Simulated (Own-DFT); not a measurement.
## Calculated data, Hf₃₆O₇₁ (tetragonal hafnia with one neutral oxygen vacancy, atoms displaced)

Computed with Own-DFT development build. A calculation, not a measurement: plane-wave PBE and HSE06 DFT by an unreviewed code, no spin, of a simulated cell at Gamma alone, so results move with cell size and shape, stress positive in tension, energies less offsets, not probed for a lower state with spin; hafnium file: forces about 75 meV/angstrom off all-electron values; oxygen file: force components 24 meV/angstrom off all-electron in a glass; k mesh not checked against a denser one; forces and stress are PBE's, HSE06 gives the energy alone, and its difference from PBE has offsets of its own; offsets are fitted by least squares, one for each functional and potential file, so energies compare only between cells with the same atoms and settings and are not formation energies; the far tail of each file's local potential was reset to the Coulomb form; each entry is a single point on an unrelaxed cell, so the pressure reflects the starting lattice, taken from the Materials Project, from which strain is counted, and rises with the displacements; printed positions are rounded, which can move forces by about a meV/angstrom; the program is a retired in-house code; no spin-orbit coupling.

Common to all runs: first functional PBE; second functional HSE06; exact exchange share 0.25; screening 0.11 1/bohr; exchange divergence Gygi-Baldereschi; potential files PseudoDojo norm-conserving, scalar-relativistic, made for PBE, standard set; wave cutoff 48 hartree; occupations fixed; k mesh 1 x 1 x 1 centred on Gamma.

(1) Hf₃₆O₇₁ (tetragonal hafnia with one neutral oxygen vacancy, atoms displaced)

```xyz
107
Lattice="10.7800 0.0000 0.0000 0.0000 10.7800 0.0000 0.0000 0.0000 10.4493" Properties=species:S:1:pos:R:3 Hf36O71
Hf     0.0253    10.7588     0.0578
Hf     1.7387     1.8243     2.5426
O     10.7434     1.7513     1.5960
O      1.7610    10.7362     3.7334
O      0.0383     1.8083     4.1535
O      1.8211    10.7134     1.0326
Hf    10.7207     0.0249     5.3061
Hf     1.7833     1.8142     7.8171
O      0.0056     1.7991     6.8550
O      1.7678    10.7681     8.9340
O      0.0029     1.8205     9.4680
O      1.8052     0.0210     6.2117
Hf    10.7755     3.5941    10.3471
Hf     1.8688     5.3473     2.6057
O     10.7765     5.3307     1.6051
O      1.7660     3.5661     3.6838
O     10.7075     5.3447     4.3127
O      1.8680     3.5088     1.0100
Hf    10.7460     3.6533     5.2558
Hf     1.7613     5.4252     7.8256
O     10.7662     5.4135     6.7813
O      1.7528     3.5758     8.9208
O      0.0538     5.4611     9.4728
O      1.7399     3.5449     6.1266
Hf    10.7607     7.2244    10.3337
Hf     1.8235     8.9779     2.5563
O      0.1129     8.9034     1.5045
O      1.8334     7.1711     3.6106
O     10.7263     8.9796     4.3078
O      1.7692     7.1793     1.0160
Hf     0.0445     7.2184     5.2687
Hf     1.8374     8.9717     7.8809
O     10.6863     9.0287     6.7809
O      1.7609     7.1218     8.8562
O      0.0734     8.9890     9.4460
O      1.8032     7.1462     6.2597
Hf     3.7064     0.0208     0.0277
Hf     5.3584     1.8250     2.5792
O      3.6857     1.7953     1.6552
O      5.4146     0.0592     3.6360
O      3.5356     1.7694     4.2067
O      5.4044    10.7653     1.0789
Hf     3.7096    10.7470     5.2208
Hf     5.3217     1.7676     7.8440
O      3.5917     1.8021     6.9198
O      5.3792     0.0432     8.8497
O      3.5267     1.7628     9.4804
O      5.4113     0.1066     6.2374
Hf     3.6116     3.6013    10.4049
Hf     5.4072     5.4231     2.6526
O      3.5975     5.3240     1.6723
O      5.4271     3.5732     3.5805
O      3.5442     5.4214     4.2202
O      5.3337     3.6515     1.0698
Hf     3.5882     3.6304     5.1775
Hf     5.3974     5.3791     7.8145
O      3.6442     5.3747     6.8303
O      5.4432     3.5845     8.9452
O      3.5921     5.3710     9.4369
O      5.3911     3.5566     6.1842
Hf     3.7026     7.1686    10.4217
Hf     5.4018     8.9984     2.5810
O      3.5758     8.9570     1.6555
O      5.4176     7.2107     3.6025
O      3.5772     9.0017     4.2359
O      5.3587     7.1483     1.0295
Hf     3.5369     7.1680     5.2775
Hf     5.4454     9.0107     7.7999
O      3.5191     8.9514     6.7611
O      5.3889     7.2575     8.8796
O      3.6112     9.0126     9.3244
O      5.3091     7.1911     6.2367
Hf     7.1688    10.7238    10.4447
Hf     9.0845     1.7538     2.5912
O      7.0619     1.7669     1.5813
O      8.9695     0.0560     3.6367
O      7.1477     1.8524     4.1290
O      9.0682    10.7454     0.9719
Hf     7.1211     0.0189     5.2896
Hf     8.9524     1.8278     7.8572
O      9.0710    10.7104     8.8523
O      7.1766     1.8315     9.3771
O      8.9714     0.0531     6.2027
Hf     7.1316     3.7150     0.0544
Hf     9.0118     5.4196     2.6291
O      7.1801     5.4545     1.6106
O      9.0030     3.5688     3.6073
O      7.2257     5.4109     4.1566
O      8.9876     3.5858     0.9558
Hf     7.3028     3.6525     5.1523
Hf     8.9869     5.4423     7.8241
O      7.2192     5.4000     6.9818
O      9.0778     3.5687     8.8744
O      7.1918     5.3995     9.3833
O      9.0645     3.6067     6.2323
Hf     7.2345     7.1757     0.0528
Hf     8.9623     8.9381     2.6751
O      7.1742     8.8860     1.5418
O      8.8864     7.1955     3.6232
O      7.2986     8.9682     4.1888
O      8.9438     7.1077     1.0964
Hf     7.1884     7.1380     5.1794
Hf     8.9968     8.9835     7.8733
O      7.2749     8.9865     6.7916
O      8.9511     7.2172     8.8344
O      7.2061     8.9954     9.5114
O      8.9446     7.1551     6.1663
```

- PBE energy of cell above offsets: -96.925 eV
- HSE06 less PBE above offsets: 0.059 eV
- PBE pressure: 2.53 GPa
- PBE stress xx: -3.55 GPa
- PBE stress yy: -1 GPa
- PBE stress zz: -3.05 GPa
- PBE stress yz: 0.04 GPa
- PBE stress xz: -0.08 GPa
- PBE stress xy: 0.03 GPa

Force:
```tsv
element	x (eV/Å)	y (eV/Å)	z (eV/Å)
Hf	1.218	0.289	-1.3
Hf	1.179	-0.912	2.2
O	1.377	0.078	-1.163
O	-0.039	0.117	-2.038
O	-0.642	0.08	0.379
O	0.857	0.761	0.277
Hf	2.229	0.496	-1.672
Hf	-0.545	-1.259	0.586
O	-0.624	-0.195	0.005
O	0.108	0.059	-1.298
O	0.041	-1.132	-0.162
O	0.312	-0.086	1.121
Hf	0.014	0.424	1.478
Hf	-1.59	0.34	-0.013
O	0.434	-0.112	0.612
O	0.483	0.749	-1.422
O	-0.137	2.368	-1.365
O	-0.922	-0.012	0.239
Hf	1.304	-2.178	-1.681
Hf	0.317	-1.197	0.181
O	0.373	0.163	1.139
O	0.284	1.016	-1.43
O	-0.493	-1.297	-1.507
O	1.641	0.454	1.969
Hf	1.099	0.29	3.175
Hf	-0.777	0.619	1.476
O	-2.372	0.387	1.033
O	-0.528	-0.091	0.58
O	-0.488	-0.381	-1.173
O	1.237	-0.548	-1.045
Hf	-0.817	-0.18	-0.885
Hf	-0.784	1.681	0.101
O	1.362	-0.775	0.955
O	0.32	1.173	-0.382
O	-0.389	-0.302	-1.092
O	-0.508	-0.074	0.792
Hf	-2.355	-0.241	-0.194
Hf	1.584	0.206	1.682
O	-2.572	-0.558	-1.646
O	-0.036	-1.811	0.494
O	0.506	0.569	0.78
O	0.318	-1.065	-0.637
Hf	-3.712	0.804	-1.423
Hf	2.159	1.818	0.116
O	-0.408	0.196	-0.8
O	0.187	-1.371	0.417
O	0.604	0.444	-0.085
O	-0.079	-0.566	1.688
Hf	-0.078	-0.571	0.974
Hf	-0.433	-1.071	-0.506
O	0.543	0.542	-0.9
O	-0.516	1.739	0.794
O	0.494	-0.398	-0.054
O	0.819	0.357	-0.655
Hf	-0.268	-1.525	-0.181
Hf	-0.101	-0.357	1.076
O	-1.339	-0.178	-0.067
O	-0.771	0.283	-1.111
O	0.291	0.699	-0.253
O	0.882	0.343	0.453
Hf	-2.243	0.528	0.109
Hf	-0.344	0.439	0.994
O	1.704	-0.039	-1.306
O	0.137	0.132	0.441
O	0.85	-0.813	-0.143
O	0.751	0.047	0.013
Hf	0.245	1.11	-1.382
Hf	-1.04	-0.826	0.297
O	1.804	0.365	0.627
O	0.045	-0.626	-0.564
O	0.046	-0.443	1.042
O	1.859	0.078	0.281
Hf	1.152	2.72	0.605
Hf	-2.556	0.652	0.774
O	2.311	-0.023	-0.773
O	0.106	-1.256	-0.452
O	0.511	-0.289	2.266
O	-2.359	-0.2	0.841
Hf	2.393	1.154	-2.263
Hf	-0.294	-0.918	0.105
O	-0.539	1.171	-0.117
O	0.577	-0.692	0.305
O	-1.545	0.562	1.012
Hf	0.2	-2.089	-0.028
Hf	0.946	-0.839	-0.716
O	-0.138	-0.546	-0.418
O	-0.448	0.445	0.1
O	-0.379	-0.206	0.535
O	-0.595	0.058	0.303
Hf	-1.196	-2.625	-0.084
Hf	0.681	-1.067	0.642
O	-0.763	0.01	-2.501
O	-0.082	1.451	-0.909
O	0.166	0.587	1.008
O	-2.534	-0.148	1.135
Hf	-0.57	-0.245	-0.01
Hf	0.825	1.227	-0.333
O	0.264	0.58	0.627
O	0.597	-0.581	0.223
O	-0.81	0.293	0.263
O	1.164	0.556	-1.018
Hf	-0.168	1.59	0.108
Hf	0.394	0.96	-0.782
O	-1.81	0.163	0.362
O	0.274	-0.356	0.762
O	-0.373	-0.648	-1.355
O	0.534	-0.507	0.744
```

(2) Hf₃₆O₇₁ (tetragonal hafnia with one neutral oxygen vacancy, atoms displaced)

```xyz
107
Lattice="10.7800 0.0000 0.0000 0.0000 10.7800 0.0000 0.0000 0.0000 10.4493" Properties=species:S:1:pos:R:3 Hf36O71
Hf    10.7145     0.1261     0.0180
Hf     1.7615     1.7171     2.5283
O     10.7630     1.8838     1.6313
O      1.8985    10.7471     3.5537
O      0.0561     1.7493     4.2241
O      1.7734    10.7797     1.0023
Hf    10.7735     0.0252     5.2019
Hf     1.7838     1.7875     7.7699
O     10.7749     1.8148     6.8917
O      1.8408    10.7247     8.8515
O      0.0654     1.8960     9.4607
O      1.8425     0.0054     6.2452
Hf     0.0607     3.5596     0.0237
Hf     1.7802     5.3962     2.6254
O      0.0015     5.4040     1.6273
O      1.8185     3.6425     3.6590
O     10.7349     5.3343     4.1810
O      1.7484     3.5954     0.9591
Hf     0.0370     3.5686     5.1918
Hf     1.7780     5.4816     7.8788
O     10.7324     5.2766     6.7601
O      1.8059     3.5872     8.8085
O     10.7331     5.3942     9.4653
O      1.7640     3.6434     6.2712
Hf    10.7751     7.1871    10.4100
Hf     1.8545     9.0531     2.5483
O     10.7682     8.9697     1.5542
O      1.8153     7.1544     3.6461
O      0.0252     8.9512     4.2825
O      1.6544     7.2241     1.1235
Hf    10.7649     7.1940     5.1312
Hf     1.8253     8.9483     7.8860
O     10.7602     8.9888     6.8004
O      1.7529     7.1543     8.8490
O      0.0859     9.0599     9.3344
O      1.8314     7.1649     6.1943
Hf     3.5306     0.0253    10.4302
Hf     5.4418     1.7307     2.6260
O      3.6612     1.8120     1.6284
O      5.3318    10.7705     3.6011
O      3.5921     1.7857     4.2338
O      5.3749     0.0366     1.0285
Hf     3.5566     0.0528     5.1528
Hf     5.3797     1.8075     7.7664
O      3.4807     1.7948     6.7839
O      5.4151     0.0863     8.8548
O      3.5013     1.8878     9.3817
O      5.4715     0.0470     6.1740
Hf     3.6410     3.5614    10.4200
Hf     5.3886     5.3588     2.6192
O      3.5729     5.2546     1.6136
O      5.4095     3.5772     3.6678
O      3.5761     5.4195     4.2165
O      5.3843     3.5399     1.0628
Hf     3.6193     3.6009     5.2060
Hf     5.4532     5.3100     7.8809
O      3.5797     5.3928     6.7470
O      5.3481     3.5741     8.8582
O      3.5573     5.4115     9.3909
O      5.3743     3.6088     6.3091
Hf     3.6516     7.1473     0.0979
Hf     5.3931     8.9126     2.6743
O      3.6326     8.9857     1.5792
O      5.3815     7.1628     3.5920
O      3.5338     9.0426     4.2500
O      5.3424     7.1935     0.9760
Hf     3.5993     7.2335     5.1855
Hf     5.3725     9.0281     7.8077
O      3.6117     9.0284     6.8644
O      5.3943     7.2185     8.7989
O      3.5340     8.9747     9.3544
O      5.3588     7.2007     6.1742
Hf     7.0591    10.7544     0.0278
Hf     8.9943     1.8219     2.6113
O      7.2274     1.8001     1.6561
O      9.0311    10.7128     3.5886
O      7.1461     1.8383     4.1016
O      8.9409    10.7503     0.9764
Hf     7.1988     0.0216     5.2723
Hf     8.9645     1.7662     7.8163
O      7.1759     1.8632     6.8013
O      9.1093     0.0380     8.8618
O      7.2224     1.8148     9.3955
O      8.9791     0.0663     6.2762
Hf     7.1801     3.6759     0.0967
Hf     8.9229     5.3349     2.5997
O      7.2553     5.4220     1.5075
O      9.0423     3.6498     3.6956
O      7.1417     5.3545     4.1081
O      9.0282     3.6306     0.9887
Hf     7.2170     3.6381     5.2094
Hf     8.9613     5.3728     7.8969
O      7.2091     5.3808     6.8265
O      8.9454     3.5936     8.8937
O      7.1887     5.3558     9.3980
O      9.1133     3.6296     6.2262
Hf     7.1680     7.2163     0.0332
Hf     8.9703     8.9423     2.6783
O      7.2041     8.9637     1.5940
O      9.0304     7.2435     3.6274
O      7.1690     9.0198     4.1893
O      9.1079     7.2025     1.0025
Hf     7.2080     7.2585     5.2506
Hf     8.9308     9.0358     7.8162
O      7.1577     9.0054     6.8660
O      8.9559     7.3078     8.8055
O      7.1724     8.9398     9.4004
```

- PBE energy of cell above offsets: -97.085 eV
- HSE06 less PBE above offsets: 0.081 eV
- PBE pressure: 2.1 GPa
- PBE stress xx: -2.21 GPa
- PBE stress yy: -1.58 GPa
- PBE stress zz: -2.52 GPa
- PBE stress yz: 0.73 GPa
- PBE stress xz: -0.29 GPa
- PBE stress xy: 0.03 GPa

Force:
```tsv
element	x (eV/Å)	y (eV/Å)	z (eV/Å)
Hf	-0.491	-2.462	-1.57
Hf	1.636	2.089	1.269
O	-0.124	-0.852	-0.591
O	-0.597	1.258	0.7
O	-0.034	0.048	-0.95
O	0.208	0.613	0.532
Hf	0.307	-1.667	1.641
Hf	-0.26	0.613	1.441
O	-0.325	-0.665	-1.062
O	0.38	1.735	0.225
O	-0.193	-1.936	-0.168
O	-1.34	0.007	-0.917
Hf	-0.803	2.211	-1.185
Hf	-0.808	0.107	0.294
O	-0.55	-0.468	0.147
O	0.036	-1.635	-0.798
O	0.226	1.221	-0.065
O	2.09	-0.573	0.94
Hf	1.031	1.501	0.951
Hf	0.225	-2.732	-2.244
O	0.112	1.925	1.304
O	-0.158	0.899	0.235
O	-0.084	-0.095	-0.547
O	0.846	-0.798	-0.92
Hf	0.663	1.363	-0.175
Hf	-1.772	-2.913	-0.051
O	0.1	1.169	1.184
O	0.011	1.129	-0.338
O	0.183	1.682	-1.35
O	2.904	-0.276	-1.058
Hf	0.481	-1.287	1.825
Hf	-1.286	0.355	-0.655
O	-0.308	-0.327	-0.01
O	0.012	1.073	0.987
O	-0.353	-0.455	1.484
O	-0.761	0.296	0.502
Hf	0.124	0.039	-1.389
Hf	-0.338	0.959	0.275
O	-1.604	-0.295	-0.636
O	0.315	-0.845	0.156
O	0.058	0.725	-0.808
O	-0.522	-0.143	0.02
Hf	0.289	-0.258	1.548
Hf	-0.363	0.573	0.29
O	2.766	-0.045	-0.361
O	-0.35	-0.981	0.005
O	0.573	-2.144	0.598
O	-1.557	0.162	0.798
Hf	-1.433	1.028	-0.043
Hf	-0.639	-1.068	0.631
O	0.753	1.091	-0.487
O	-0.335	0.321	-0.221
O	0.891	-0.335	-0.668
O	0.806	0.66	-0.107
Hf	-1.555	1.118	0.781
Hf	-1.931	1.297	-1.219
O	0.734	-0.074	1.26
O	0.086	-0.262	0.718
O	0.618	0.094	1.076
O	0.748	-0.187	-0.562
Hf	-3.24	0.309	-2.362
Hf	0.202	1.475	-0.473
O	0.08	-0.006	-0.216
O	-0.037	0.076	-0.131
O	0.629	-0.912	-1.12
O	1.78	-0.337	1.312
Hf	-1.223	-1.331	0.959
Hf	-0.89	-0.76	0.773
O	0.372	0.071	-0.835
O	0.124	-0.6	0.539
O	0.757	-0.239	1.896
O	1.467	0.419	0.094
Hf	1.877	0.78	-1.222
Hf	-0.701	-0.332	0.684
O	-0.074	0.062	-1.061
O	0.045	1.734	0.745
O	0.771	-0.733	1.597
O	-0.138	0.744	0.244
Hf	0.57	0.652	-1.255
Hf	-0.03	1.376	0.952
O	0.245	-0.143	-0.617
O	-0.467	-0.002	-0.122
O	-0.457	-0.296	1.04
O	-0.288	0.053	-0.542
Hf	1.081	-1.81	-1.782
Hf	2.926	0.918	0.169
O	-1.915	0.072	0.097
O	-0.853	-1.766	-0.925
O	0.394	1.206	0.572
O	-1.168	-0.224	1.334
Hf	0.352	-0.493	0.625
Hf	1.694	-0.333	-0.544
O	0.053	0.259	-0.776
O	-0.074	-0.207	-0.66
O	-0.468	1.074	0.499
O	-3.013	-0.757	0.095
Hf	1.652	0.094	-1.16
Hf	1.422	0.673	-2.335
O	-1.026	-0.563	0
O	-0.753	-1.924	0.859
O	-0.21	-0.311	0.463
O	-3.034	-0.123	0.127
Hf	0.029	-0.811	0.269
Hf	2.454	-0.026	0.316
O	0.14	-0.18	-1.56
O	-0.034	-1.834	-0.087
O	-0.354	1.422	0.856
```
